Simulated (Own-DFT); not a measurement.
Simulation results for GaP (zincblende, strongly disordered by large displacements), InAs (zincblende, strongly disordered by large displacements)

All values are calculated (Own-DFT development build). A calculation, not a measurement: plane-wave PBE density functional theory by an unreviewed code, no spin, of a simulated periodic cell, stress positive in tension, free energy of the whole cell less one offset for each atom, forces on such cells passed a denser k mesh, this cell's mesh not checked; broken bonds can close the gap or carry spin, so checks made on this kind of crystal may not hold here; offsets are fitted by least squares, one for each functional and potential file, so energies compare only between cells with the same atoms and settings and are not formation energies; the far tail of each file's local potential was reset to the Coulomb form; each entry is a single point on an unrelaxed cell, so the pressure reflects the starting lattice, mostly measured values (interpolated for alloys), from which strain is counted, and rises with the displacements; printed positions are rounded, which can move forces by about a meV/angstrom; the program, named Own-DFT, is a retired in-house code; no spin-orbit coupling.

Common to all runs: functional PBE; potential files PseudoDojo norm-conserving, scalar-relativistic, standard set; wave cutoff 42 hartree; occupations Fermi-Dirac; smearing width 0.1 eV; k mesh 3 x 3 x 3 centred on Gamma.

(1) 
```xyz
64
Lattice="10.9010 0.0000 0.0000 0.0000 10.9010 0.0000 0.0000 0.0000 10.9010" Properties=species:S:1:pos:R:3:force_x:R:1:force_y:R:1:force_z:R:1 formula=GaP hardware=one_NVIDIA_H100 free_energy_of_cell_above_offsets=44.816 pressure=21.54 stress_xx=-22.76 stress_yy=-19.99 stress_zz=-21.86 stress_yz=1.22 stress_xz=-3.84 stress_xy=0.67 wall_time=654.6
Ga     0.3578    10.7370    10.6377      -2.57     -1.044      1.881
Ga    10.2703     2.6506     2.8569      4.433      5.581     -8.221
Ga     2.8354    10.4470     3.0988      0.644      1.436     -0.186
Ga     2.4461     2.4389    10.1073     -6.811      -0.29      3.359
P      0.7857     1.3070     1.0686      2.701       3.73      3.177
P      1.9069     3.8813     3.9849     -6.403      -1.41      0.702
P      4.6411     1.2813     3.9846     -6.166      0.217     -6.373
P      4.4403     4.0021     1.3327     -1.058     -1.719      1.965
Ga    10.7155     0.1072     5.4839     -4.525     -4.633     -6.612
Ga     0.3940     3.3257     7.7076      4.646     -4.544      4.914
Ga     2.2012     0.4236     7.8884      7.639     -3.392      5.065
Ga     2.7061     2.5900     5.1950      3.067     -4.165      4.685
P      0.7631     1.0432     6.8063     -0.186      8.512       1.98
P      1.2864     4.0904     9.4798      1.706      0.678     -1.182
P      4.2576     1.9474     9.7912       5.09     -5.192      2.329
P      3.9705     3.7570     7.4046     -0.351      1.097     -2.033
Ga     0.2833     5.4547    10.7091      0.801      0.031      3.013
Ga     0.3113     8.4085     2.6971     -2.681     -1.454     -2.323
Ga     2.3852     5.3106     2.8224      4.086       5.98     -4.252
Ga     2.6169     8.3015     0.1144     -2.621     -4.072     -1.655
P      1.0990     6.7041     1.5405      1.675     -0.478     -1.201
P      0.9911     9.7285     4.0939      2.299      1.235      2.742
P      4.3173     6.7704     4.0175     -0.863     -1.425      1.033
P      3.7500     9.0165     1.5404      -1.51      7.939      1.069
Ga    10.8300     5.5861     5.6295      3.963      6.804      -4.43
Ga     0.3477     8.2494     8.5016     -6.103       -4.9     -6.148
Ga     3.2562     5.9559     8.1949     -1.303     -5.266     -6.668
Ga     2.9864     7.8473     6.4388      0.769     -0.013      -2.57
P      1.4424     6.6217     7.0891     -3.022     -0.329      0.461
P      1.3914     9.3071     9.6632      6.334       3.85      0.991
P      3.7377     6.6568     9.8979      2.822       3.82       6.12
P      4.2071     9.4777     6.2113      1.911       2.73      1.166
Ga     5.4969    10.5775    10.4648     -3.776      4.399      4.355
Ga     6.0351     2.5888     3.0998     -4.154     -2.134     -7.596
Ga     8.4230    10.7776     2.1631      -1.84     -0.412      9.545
Ga     8.1103     3.1041    10.8753     -0.726     -2.869     -0.562
P      7.5739     1.1575     1.0581     -5.537      6.419     -4.785
P      7.3044     3.5655     4.1285     -0.536      10.54     -0.477
P      9.6216     1.6165     4.2754      2.618     -10.05      1.068
P      9.0709     4.9182     0.3317      0.708      1.316      3.321
Ga     5.2802     0.7417     5.6944      4.172     -3.038       7.86
Ga     5.6753     2.5272     8.4547      2.055      0.982     -3.776
Ga     8.0657    10.6614     8.8973       3.93      4.386     -4.094
Ga     8.2924     2.4534     5.3136      2.102      1.415      3.988
P      7.3200     1.9246     6.8621     -5.337     -4.643      7.306
P      6.9192     4.1430     9.2105      0.562      2.218      0.674
P      9.7439     0.7642     9.4843      0.591      4.044     -1.051
P     10.1323     4.0175     6.4097     -10.28     -3.048      -2.17
Ga     5.3066     5.3495    10.8184      3.059      0.365     -0.216
Ga     5.1862     7.9358     2.1670      5.056      -2.94        4.8
Ga     8.2245     5.3780     3.0767       0.58      1.251     -1.624
Ga     8.7636     7.6063     0.1932     -4.186      3.833      5.007
P      6.9572     6.9816     1.5328       1.36     -2.571     -1.058
P      6.6851     9.7597     3.8493      1.249     -0.281     -0.181
P      9.8753     7.0683     4.1318      3.896     -5.593     -4.802
P      9.4956     9.4448     1.3285      6.325     -5.835     -3.754
Ga     5.4346     4.8580     5.6728     -0.145      0.955     -0.585
Ga     5.1055     8.5072     8.9089     -7.372     -4.404     -3.457
Ga     8.5943     5.6529     7.7992     -0.892      -0.42      0.123
Ga     8.7924     8.1380     5.2747       -6.8      5.293      5.522
P      7.3077     7.4497     7.0598        0.2     -0.775     -0.978
P      6.7072     9.4508     9.3180      3.274     -5.067      1.572
P      9.7189     6.6302     9.7102      1.904     -1.022      -7.45
P      9.8260    10.0441     7.3733     -0.472     -1.624      0.676
```

Units: free_energy_of_cell_above_offsets in eV; pressure, stress_xx, stress_yy, stress_zz, stress_yz, stress_xz, stress_xy in GPa; wall_time in s; force_x, force_y, force_z in eV/Å.

(2) 
```xyz
64
Lattice="12.1166 0.0000 0.0000 0.0000 12.1166 0.0000 0.0000 0.0000 12.1166" Properties=species:S:1:pos:R:3:force_x:R:1:force_y:R:1:force_z:R:1 formula=InAs hardware=one_NVIDIA_H200 free_energy_of_cell_above_offsets=45.788 pressure=17.99 stress_xx=-15.72 stress_yy=-21.71 stress_zz=-16.55 stress_yz=-1.24 stress_xz=-3.41 stress_xy=0.07 wall_time=1241
In    11.8602    11.8952    11.6689      1.766     -6.923       5.84
In     0.1188     2.0288     3.0750     -0.251      2.834      -1.83
In     3.3046     0.1427     3.2044     -0.215     -3.047     -0.379
In     3.4395     3.3001     0.1685     -3.419     -5.372     -1.886
As     1.9013     1.4331     1.8162      0.767      0.279     -4.378
As     2.4138     4.7968     4.2776     -4.542     -6.076      4.561
As     4.7340     1.2446     4.7011      1.489      2.032      0.506
As     4.1709     4.8292     1.4244      4.333      5.863      4.235
In    11.9814    12.0044     6.2753     -1.099     -2.066     -3.236
In     0.4970     3.2036     8.5368     -0.494      1.513      0.889
In     3.3507    12.0890     8.8615     -0.897     -0.258      0.079
In     3.4446     3.3519     5.9073     -4.892     -5.032     -4.607
As     1.3169     1.0633     7.5374      4.064      2.444      1.889
As     2.3258     4.5579    10.5662     -5.078     -6.399      0.203
As     4.1162     1.5573    10.8283      0.257     -1.326     -2.668
As     4.7954     4.2204     7.2385      6.524      4.001      6.923
In     0.1624     6.4386    11.9635     -5.967     -5.788     -5.273
In    11.7971     8.9863     2.9744      4.939     -4.068       4.77
In     2.8474     6.3911     2.9858      1.881      5.956     -4.564
In     2.5322     9.0303    12.0245      5.377     -3.531      3.093
As     1.4660     7.4429     1.1668      2.789      2.307      7.658
As     1.9090    10.4156     4.5461     -4.797      3.725     -1.594
As     4.7766     7.6165     4.3307      6.377     -4.641     -3.281
As     4.3170    10.4309     1.2246     -1.261      1.275      -0.89
In    12.0694     6.1571     6.0752     -3.315      -5.58     -5.759
In     0.1323     9.0702     9.3084      6.167      0.636      4.233
In     2.9290     6.4690     9.9071      0.407      5.807     -4.373
In     3.2235     8.7503     5.1982     -3.699      1.435      6.085
As     0.8173     7.4785     7.4741      5.219       4.03      4.547
As     1.6685    10.5372    10.8271     -2.362      5.909     -5.784
As     4.8904     7.6063    10.5973     -6.551      1.687      4.165
As     4.2936    10.0965     7.5969     -0.371      1.331     -1.545
In     5.6233     0.2224     0.1430     -4.449     -6.586     -2.519
In     6.0101     3.2557     2.3291     -0.148      0.505      1.835
In     8.9065     0.3725     3.6213     -1.239     -1.323     -1.048
In     9.0523     3.0016    11.5457      2.967     -4.186      2.373
As     7.0819     1.5843     0.8270      7.511      4.942      3.262
As     7.8463     5.1130     4.9939     -2.792     -6.441      3.162
As    10.8392     1.6521     4.8150     -0.308     -2.149      0.972
As    10.4884     4.1790     1.2096      1.285      0.855      1.709
In     6.4510     0.2396     6.2869     -1.857     -4.562     -0.964
In     6.2297     2.3200     9.2632     -0.168      1.115     -0.209
In     9.5880     0.3956     9.3257     -2.138     -1.773     -1.726
In     9.4960     3.0939     6.0316      1.631     -1.133     -6.349
As     7.6927     2.0230     7.0199     -0.892      0.196       3.65
As     7.6752     4.5944    10.8044       0.35     -4.966     -3.044
As    11.2781     1.5526    10.6869     -1.788      8.485     -3.238
As     9.3376     4.3575     7.7135      0.812      4.261      5.648
In     6.3829     6.1856    11.2313     -0.988      2.125      5.135
In     5.6815     9.7131     2.9923      2.815      -1.58      1.775
In     9.1288     5.6685     3.4137      2.752     -3.164     -12.49
In     9.3449     9.0431     0.0648     -2.746     -1.662     -2.076
As     7.0308     7.1456     1.5453      1.087      0.726      0.116
As     7.9155    10.1229     5.1017     -8.508      6.211     -3.491
As     9.8118     7.3337     4.6061      5.365      -1.47     -1.211
As    10.5705    10.2124     1.7105     -2.925      6.788     -3.014
In     6.4404     6.3925     6.1730     -5.767     -1.186     -0.575
In     5.7738     8.8620     9.0996      3.082      5.641     -3.256
In     9.2625     5.8801     9.5859     -1.879      0.188     -1.409
In     9.5862     9.0611     5.7958      6.222      2.651      8.774
As     7.3436     7.7703     7.6468      4.515      2.428      2.651
As     7.2849    10.9798    10.5741      1.035     -0.596      -0.45
As    10.9481     7.3479     9.8262     -0.063     -1.188      3.352
As    11.2934    10.3271     7.8690     -5.922      3.891     -4.972
```

Units: free_energy_of_cell_above_offsets in eV; pressure, stress_xx, stress_yy, stress_zz, stress_yz, stress_xz, stress_xy in GPa; wall_time in s; force_x, force_y, force_z in eV/Å.

(3) 
```xyz
64
Lattice="12.1166 0.0000 0.0000 0.0000 12.1166 0.0000 0.0000 0.0000 12.1166" Properties=species:S:1:pos:R:3:force_x:R:1:force_y:R:1:force_z:R:1 formula=InAs hardware=one_NVIDIA_H200 free_energy_of_cell_above_offsets=36.693 pressure=15.01 stress_xx=-14.3 stress_yy=-12.5 stress_zz=-18.23 stress_yz=-0.23 stress_xz=-1.22 stress_xy=2.85 wall_time=1220
In     0.1873     0.0615     0.3957     -7.311     -3.973      -5.18
In    11.9360     2.5802     2.9130      1.938      3.023     -1.327
In     3.1411    11.8141     2.3311      1.911      3.139       3.94
In     2.9849     2.9527    12.0762      2.581     -8.197      1.617
As     1.5395     1.0090     1.7091      0.684      9.002      2.675
As     1.7568     4.2851     4.7167      -5.88      4.104     -6.216
As     4.8887     0.9384     4.4529     -0.238      1.006     -0.255
As     4.0078     4.2861     1.5545      2.019      3.111      2.045
In    11.9474     0.7263     6.0243     -0.484     -3.204     -0.765
In     0.2388     3.2839     8.7237     -0.005     -0.164      1.771
In     3.7842     0.1783     8.7942     -3.223     -1.906     -6.573
In     3.0619     3.3886     6.1111      5.577     -4.034      5.927
As     1.4117     1.2632     7.5767      3.535      1.233      2.515
As     1.8753     4.4925    11.1546     -5.873      6.996     -5.561
As     4.1492     0.9517    10.7355     -3.376      7.364      2.734
As     4.8195     5.1499     7.8800     -1.997     -1.393      1.188
In    11.8085     6.4373    11.7118      5.387     -4.481      6.505
In    11.8559     8.3964     2.7261      5.492      2.502     -6.197
In     3.0477     6.9167     3.0244     -0.454     -3.015      1.526
In     2.9318     9.2755    11.7151      0.185     -0.498      0.037
As     1.8669     7.3054     1.3197     -5.621      2.137     -6.848
As     1.7154    11.0427     4.1751     -1.685     -1.421      2.971
As     4.5584     7.0449     4.5312       3.96      2.992      3.643
As     4.2408    10.0854     1.8273      4.429     -5.672     -3.451
In     0.6459     6.4108     6.2185     -6.839     -6.456     -4.972
In     0.2310     8.9175     8.8773     -0.731       1.45      0.328
In     2.8721     6.7092     9.0611      1.955     -1.641      3.202
In     3.0490     9.3093     6.1459      2.245      6.258     -8.172
As     2.0228     7.7607     7.0750     -0.774     -0.931      6.631
As     1.1858    11.0004    10.5743      1.225     -1.492     -1.696
As     5.0122     7.5194    10.8668      -3.21      4.805     -2.912
As     4.5536    10.4085     7.4792       1.68      2.023      0.518
In     5.5526    11.9631    11.9191      5.672     -4.119      5.047
In     5.9511     3.3476     2.9242     -1.663      1.747      3.683
In     9.4871     0.0159     2.7645     -3.649      0.782     -0.199
In     9.2759     2.6045     0.3320     -0.428      0.663      0.323
As     6.8525     1.8233     1.5156      3.286     -3.568     -3.037
As     7.5945     4.7534     4.9345      3.234     -6.936     -0.725
As    10.4163     1.5200     4.4004     -0.576     -1.141     -0.745
As    10.7144     5.1458     1.8288     -0.025     -1.388     -0.124
In     6.4861     0.0848     6.3872     -0.461      1.577      0.901
In     5.9504     3.1931     9.2668      0.924     -0.224      0.139
In     8.9089     0.0778     9.0414     -0.313     -1.294      7.022
In     9.2354     2.9473     5.7849     -1.192      2.451      1.187
As     8.4211     1.6059     7.6708      -4.49      6.173     -4.691
As     7.5073     5.4367    10.4311      6.262     -2.965     -5.502
As    10.3960     1.3345    10.4675      2.909      1.824      1.844
As    10.7172     4.6245     7.1496      0.834      0.867      0.032
In     6.0161     5.7308    11.8635     -5.371     -2.421      8.772
In     6.2755     8.8849     2.9258     -1.649      1.159      3.846
In     8.5748     5.8392     3.2846      3.328      3.833     -5.085
In     9.3775     8.5973    11.8551     -1.463      2.079      1.373
As     7.1403     7.9281     1.0625      2.169     -2.757     -2.979
As     7.0113    10.5364     4.7082      1.715     -0.444     -1.315
As    10.7919     7.7468     4.4282     -4.718     -3.503      8.222
As    10.4477    10.2563     1.7803       1.13     -1.459     -2.978
In     6.0434     5.7749     5.9357     -4.272      3.898      4.051
In     6.2403     9.6842     9.0176     -2.086      0.086      4.283
In     9.0284     6.0753     8.5327     -0.898      0.159     -1.168
In     9.2258     9.0601     6.4941      5.884     -0.211     -7.428
As     7.5238     8.5008     7.6085     -3.987     -7.202      0.631
As     7.6549    10.9822    10.5446     -1.535     -1.939      4.148
As    10.5826     7.2453    10.1655     -2.796      3.166     -5.875
As     9.9586    10.8616     7.7019      7.124     -1.559     -3.301
```

Units: free_energy_of_cell_above_offsets in eV; pressure, stress_xx, stress_yy, stress_zz, stress_yz, stress_xz, stress_xy in GPa; wall_time in s; force_x, force_y, force_z in eV/Å.

(4) 
```xyz
64
Lattice="10.9010 0.0000 0.0000 0.0000 10.9010 0.0000 0.0000 0.0000 10.9010" Properties=species:S:1:pos:R:3:force_x:R:1:force_y:R:1:force_z:R:1 formula=GaP hardware=one_NVIDIA_H100 free_energy_of_cell_above_offsets=29.095 pressure=16.26 stress_xx=-13.13 stress_yy=-20.68 stress_zz=-14.98 stress_yz=-1.93 stress_xz=-3.05 stress_xy=-3.13 wall_time=606.6
Ga     0.3719    10.7212    10.6413     -7.046       0.33      1.364
Ga    10.6327     3.0991     2.5680      3.776      1.679     -0.951
Ga     2.8653    10.3788     2.6212     -2.386      1.706      0.592
Ga     2.5961     3.0394     0.3326        3.8      0.087      1.374
P      1.5408     1.2332     0.5271      1.796      1.131      4.042
P      1.3071     3.8300     4.1166     -7.429      0.465      0.599
P      3.8273     0.9121     4.0633      0.104      3.009     -0.221
P      4.5041     4.0648     1.4719      -4.41      2.587     -1.466
Ga    10.6844    10.6538     5.8602      -0.39      0.397      -2.84
Ga    10.8947     2.9838     8.6210     -1.493     -1.327     -2.433
Ga     2.4706    10.7715     8.5059      3.859      4.439     -4.885
Ga     2.9021     3.1684     5.0726      2.144     -6.083     -0.434
P      1.3526     0.9531     5.9330       3.87      2.761      1.791
P      1.3500     4.0749     9.9099      2.881     -0.556     -3.959
P      4.7979     1.5164     9.6848     -2.167      1.563     -2.712
P      3.9042     4.0984     6.5501      3.306      1.509      3.556
Ga     0.1737     5.4864    10.7322     -3.625      3.864      2.773
Ga    10.7546     7.7180     2.6749     -3.648     -0.477     -2.311
Ga     2.4385     4.8502     2.8073      4.596      3.006     -2.946
Ga     2.3765     8.0588     0.0197      0.076     -7.242      -0.18
P      1.4321     6.5741     1.8124      0.572     -0.782     -3.714
P      1.1469     8.9976     3.5364      2.396      5.239      2.807
P      4.3529     6.6788     4.1043     -2.392     -3.254      1.917
P      3.6388     8.9143     1.3059      5.759      2.919      1.266
Ga    10.6842     5.0349     6.1232      1.523      1.457     -0.327
Ga    10.4661     8.4858     8.3714      2.952     -3.944      4.589
Ga     2.1404     5.0527     7.7066      1.902     -3.547      2.349
Ga     2.4968     8.2452     5.1176      1.812     -1.081      1.863
P      1.4083     6.8352     7.1244     -2.586      4.472     -2.217
P      1.5855     9.4213     9.7041     -3.055     -3.555     -3.627
P      4.2809     6.9725     9.4697     -4.896     -4.218      3.441
P      4.1765     9.7089     6.4088     -2.051     -1.992      2.527
Ga     4.8747     0.2336     0.3333      1.531     -3.563       3.59
Ga     5.2244     2.6517     2.7114      2.605     -4.989      2.792
Ga     8.4717     0.0598     2.5680     -1.902     -5.139      0.708
Ga     8.6180     3.3316    10.5476     -2.947      0.026     -1.211
P      7.0798     1.2158     1.5829     -4.492      2.743      -2.25
P      7.4402     4.3247     4.5910      0.866     -0.269     -1.627
P      9.7682     1.4386     3.2538      0.358     -2.107      5.203
P      9.2929     4.1524     1.3181       1.78      4.142       2.77
Ga     5.5434     0.2177     5.3655     -2.245     -2.923     -2.621
Ga     5.4111     2.8005     8.0407      0.934      0.688     -1.163
Ga     8.0768     0.2040     7.9112     -0.033      -2.53      1.576
Ga     8.0144     2.3105     4.8628     -0.385     -5.814      -4.48
P      6.8570     1.3014     6.4389       0.83      3.083      2.688
P      6.6434     4.0343     9.8548      1.547     -3.292     -4.603
P      9.0067     1.7417     9.3757       2.77     -4.187      -2.26
P      9.0454     3.5473     6.0710      1.965       3.73      3.893
Ga     5.5019     5.3495    10.8646     -4.755      1.093     -0.518
Ga     5.0222     8.2623     2.9690      2.515      1.302     -1.947
Ga     8.3349     5.5269     2.9122     -1.115      0.457     -1.729
Ga     8.8520     7.7566     0.3375     -1.754      -2.35      0.582
P      6.7342     6.7975     0.5964      2.649      4.386      4.089
P      6.6884     9.5264     4.0596      0.649      0.906     -0.927
P      9.3460     7.0542     4.1444      1.365     -2.401      0.311
P      9.2497     9.6474     0.9023      2.732      3.233      0.412
Ga     5.9061     5.4201     5.4642     -5.016      0.276     -1.598
Ga     5.3642     8.2090     8.3409     -0.676      1.754      -6.15
Ga     8.5526     5.1093     8.1441     -2.121     -3.375     -3.637
Ga     8.0036     8.1917     5.3346     -2.297     -0.071      2.091
P      6.6854     6.4299     7.0352      2.663      3.174        3.1
P      6.9317     8.9787     9.3423      4.014      3.657      2.269
P      8.9657     6.5325     9.5065      3.733      3.421      1.117
P      9.5687     9.2359     6.7530      -5.32      0.378     -2.094
```

Units: free_energy_of_cell_above_offsets in eV; pressure, stress_xx, stress_yy, stress_zz, stress_yz, stress_xz, stress_xy in GPa; wall_time in s; force_x, force_y, force_z in eV/Å.
